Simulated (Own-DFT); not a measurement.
# Same atoms, different arrangement: C36Si36, 72 atoms

The numbers are computed, not measured, by runs of the plane-wave DFT program Own-DFT (in-house, retired, unreviewed) at fixed positions, with no spin and no spin-orbit coupling.

Common settings: PBE; PseudoDojo norm-conserving scalar-relativistic files; cutoff 42 hartree; 4 x 4 x 3 k mesh centred on Gamma; Fermi-Dirac smearing of 0.1 eV.

Keep in mind: forces on such cells passed a denser k mesh, each cell not checked; stress not checked against mesh or cutoff.

All cells hold the same atoms in the same cell, with vectors in Å (9.248, 0.000, 0.000); (-4.624, 8.009, 0.000); (0.000, 0.000, 10.068). Atoms are randomly off their ideal sites, by an rms of u per axis. Free energies are per cell, over the lowest run. The arrangements:

- A: 2H SiC
- B: 4H SiC

```
arrangement   u (Å)  E (eV)  P (GPa)
          A  0.0294   0.545     3.89
          A  0.0299   0.572     3.85
          A  0.0314   0.804     3.86
          A  0.0563   6.752     5.74
          A  0.0587   7.649     6.08
          A  0.0629   9.822     7.09
          B  0.0273   0.000     3.65
          B  0.0300   0.196     3.67
          B  0.0301   0.262     3.63
          B  0.0577   7.096     6.12
          B  0.0599   7.738     6.27
          B  0.0636   8.007     5.91
```

Asked: once the cost of the random moves is taken out, how do the arrangements rank?

## Solution

Fit E = a + b u², with one b for all and one a for each arrangement, and with residuals divided by u², since the noise grows with the moves. Then b = 2737 eV/Å², the scatter at u = 0.04 Å is 0.20 eV, and against A:

- B: -0.32 ± 0.09 eV (lower)

The cells share one lattice and weren't relaxed, which can shift such small differences either way.
